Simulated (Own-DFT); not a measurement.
# Computed records: Al$_{16}$O$_{23}$ (corundum with two vacancies, atoms displaced)

All values are calculated (Own-DFT development build). A calculation, not a measurement: plane-wave PBE density functional theory by an unreviewed code, no spin, of a simulated periodic cell, stress positive in tension, free energy of the whole cell less one offset for each atom, defect cell not probed for a lower state with spin; oxygen file: force components 24 meV/angstrom off all-electron in one glass; forces on such cells passed a denser k mesh, this cell's mesh not checked; offsets are fitted by least squares, one for each functional and potential file, so energies compare only between cells with the same atoms and settings and are not formation energies; the far tail of each file's local potential was reset to the Coulomb form; each entry is a single point on an unrelaxed cell, so the pressure reflects the starting lattice, mostly measured values, from which strain is counted, and rises with the displacements; printed positions are rounded, which can move forces by about a meV/angstrom; the program is a retired in-house code; no spin-orbit coupling; before rounding, a Quantum ESPRESSO 7.3.1 run of the same cell and cutoff gave forces within 1 meV/angstrom rms on each cell, which checks the program and not the settings.

### Al$_{16}$O$_{23}$ (corundum with two vacancies, atoms displaced)

```
Al16O23
1.0
      5.4940     0.0000     8.6604
     -2.7470     4.7579     8.6604
     -2.7470    -4.7579     8.6604
Al O Al O Al O Al O Al O Al O Al O Al O
4 5 4 6 4 6 4 6 4 6 4 6 4 5 4 6
Direct
  0.17562 0.17953 0.17615
  0.32141 0.32631 0.32739
  0.42729 0.43503 0.41815
  0.07246 0.07898 0.07347
  0.46862 0.12333 0.28046
  0.11688 0.27931 0.47902
  0.22031 0.03085 0.37632
  0.02682 0.37557 0.22037
  0.37664 0.22774 0.01708
  0.16986 0.18353 0.67268
  0.32809 0.32588 0.82860
  0.42810 0.42625 0.92391
  0.07476 0.07154 0.57857
  0.27833 0.47419 0.62522
  0.47562 0.12086 0.77817
  0.12500 0.27850 0.97047
  0.22570 0.02435 0.87084
  0.02434 0.37744 0.72760
  0.37551 0.22058 0.52903
  0.16975 0.67815 0.17791
  0.32236 0.82006 0.33111
  0.42551 0.92857 0.42297
  0.07604 0.57460 0.07569
  0.27883 0.97081 0.12951
  0.46886 0.62128 0.28651
  0.13015 0.78052 0.46475
  0.21498 0.53490 0.37674
  0.03263 0.87689 0.21836
  0.38256 0.72422 0.02427
  0.17735 0.67171 0.67972
  0.32428 0.82793 0.81803
  0.42876 0.92399 0.92468
  0.07259 0.57575 0.57401
  0.27633 0.97349 0.62264
  0.46960 0.62306 0.77651
  0.12818 0.77757 0.97219
  0.22080 0.52742 0.88136
  0.02277 0.87482 0.73178
  0.37373 0.72205 0.52825
  0.66993 0.18172 0.18279
  0.82098 0.32751 0.32108
  0.92493 0.42137 0.42961
  0.57925 0.07779 0.06736
  0.78226 0.46986 0.12211
  0.96836 0.12831 0.27797
  0.61719 0.27915 0.47548
  0.72256 0.02724 0.38045
  0.53418 0.37012 0.22066
  0.87625 0.22215 0.02408
  0.67778 0.17538 0.67182
  0.82197 0.32026 0.82597
  0.93004 0.42138 0.92210
  0.57503 0.07303 0.56659
  0.78019 0.46547 0.62357
  0.97247 0.11643 0.77996
  0.62285 0.27826 0.97363
  0.71972 0.02500 0.87745
  0.53004 0.37627 0.71592
  0.87696 0.22049 0.52783
  0.67733 0.66874 0.17718
  0.82270 0.82617 0.32611
  0.92151 0.92923 0.42788
  0.57928 0.57505 0.07605
  0.77581 0.97039 0.12542
  0.62583 0.78089 0.46291
  0.72432 0.52607 0.37357
  0.52547 0.87908 0.22305
  0.87884 0.71442 0.02382
  0.67654 0.66806 0.68109
  0.82221 0.82649 0.83002
  0.94076 0.92512 0.91741
  0.57105 0.57102 0.57549
  0.77483 0.97698 0.62012
  0.97287 0.62345 0.77843
  0.61941 0.78346 0.97505
  0.71882 0.52333 0.87893
  0.53485 0.86724 0.72801
  0.87486 0.72782 0.52641
```

```
functional                        : PBE
potential files                   : PseudoDojo norm-conserving, scalar-relativistic, standard set
wave cutoff                       : 72 hartree
occupations                       : Fermi-Dirac
smearing width                    : 0.1 eV
k mesh                            : 3 x 3 x 3 centred on Gamma
free energy of cell above offsets : -53.148 eV
pressure                          : 7.29 GPa
stress xx                         : -6.78 GPa
stress yy                         : -7.88 GPa
stress zz                         : -7.22 GPa
stress yz                         : -0.25 GPa
stress xz                         : 0.19 GPa
stress xy                         : -0.12 GPa
```

Force:
| element | x (eV/Å) | y (eV/Å) | z (eV/Å) |
| --- | --- | --- | --- |
| Al | 0.555 | -0.577 | -0.466 |
| Al | -0.013 | 0.796 | -1.009 |
| Al | -0.698 | -2.579 | -0.504 |
| Al | 1.052 | -0.476 | 0.002 |
| O | -0.124 | 0.922 | 0.971 |
| O | 0.77 | 0.128 | 0.658 |
| O | -0.259 | -0.069 | 0.016 |
| O | 0.034 | -0.002 | 0.388 |
| O | -0.086 | -1.411 | 0.952 |
| Al | 0.728 | -0.98 | 0.824 |
| Al | 0.486 | 0.336 | -2.313 |
| Al | -0.959 | -0.671 | 0.553 |
| Al | 0.256 | 0.591 | -1.002 |
| O | 0.06 | -0.216 | -0.072 |
| O | -0.658 | 0.418 | 0.211 |
| O | 0.213 | -0.092 | 0.26 |
| O | -0.9 | 0.445 | 0.245 |
| O | 0.843 | 0.374 | -1.147 |
| O | -0.641 | 0.664 | -0.663 |
| Al | 0.722 | 0.093 | 0.084 |
| Al | 0.349 | 1.661 | 0.392 |
| Al | 0.291 | -0.026 | -0.448 |
| Al | -0.488 | -0.736 | 0.137 |
| O | -0.061 | 0.607 | -0.342 |
| O | 1.046 | 1.544 | 0.445 |
| O | -1.482 | -1.004 | -0.291 |
| O | 1.087 | -0.48 | -0.143 |
| O | -0.801 | -0.05 | -0.174 |
| O | -0.763 | -1.231 | -1.006 |
| Al | -0.501 | 0.348 | -0.295 |
| Al | 0.346 | -0.604 | 0.867 |
| Al | -0.883 | 0.267 | 0.247 |
| Al | -0.264 | 0.142 | 0.703 |
| O | 0.211 | -0.19 | 0.199 |
| O | 0.207 | 0.588 | 0.582 |
| O | 0.3 | 0.031 | -0.082 |
| O | 0.466 | 0.696 | -0.37 |
| O | 1.602 | 0.616 | -0.764 |
| O | -0.134 | -0.337 | 0.201 |
| Al | 1.908 | -0.62 | -1.406 |
| Al | 0.254 | -0.994 | 0.158 |
| Al | 0.359 | 1.502 | -0.164 |
| Al | -0.317 | -1.192 | -0.391 |
| O | -0.652 | 0.18 | -0.329 |
| O | -0.001 | 0.071 | -0.118 |
| O | 0.956 | 0.91 | 0.457 |
| O | 0.708 | 1.352 | -1.422 |
| O | -1.816 | 0.856 | 1.174 |
| O | -0.352 | -0.578 | -0.124 |
| Al | -0.264 | -0.56 | -0.436 |
| Al | -0.047 | -0.193 | 0.129 |
| Al | -0.572 | 0.251 | 0.676 |
| Al | -1.502 | -1.387 | 1.474 |
| O | -0.973 | -0.223 | 0.911 |
| O | -0.64 | 1.855 | 1.658 |
| O | 0.311 | 0.141 | -0.006 |
| O | 0.278 | 0.841 | 0.178 |
| O | -0.189 | -0.483 | 0.222 |
| O | -0.206 | -0.103 | -0.238 |
| Al | -0.642 | 1.292 | 1.586 |
| Al | 0.804 | 0.086 | -0.867 |
| Al | 1.092 | 0.082 | 0.555 |
| Al | -0.255 | 0.685 | -1.431 |
| O | 0.518 | 0.317 | 0.603 |
| O | -0.273 | -1.365 | 0.61 |
| O | -0.361 | -0.11 | -0.198 |
| O | 0.601 | -0.373 | -0.731 |
| O | -0.418 | -0.519 | 0.924 |
| Al | -0.092 | 0.939 | 0.251 |
| Al | 0.116 | 0.267 | -0.975 |
| Al | -2.246 | -2.234 | -0.765 |
| Al | 0.336 | 1.108 | 0.334 |
| O | 0.364 | -1.028 | 0.962 |
| O | -0.307 | 0.425 | 0.082 |
| O | 1.192 | -1.055 | 0.346 |
| O | 0.236 | 0.222 | 0.178 |
| O | 0.251 | 0.995 | -1.063 |
| O | -0.07 | -0.895 | -0.647 |
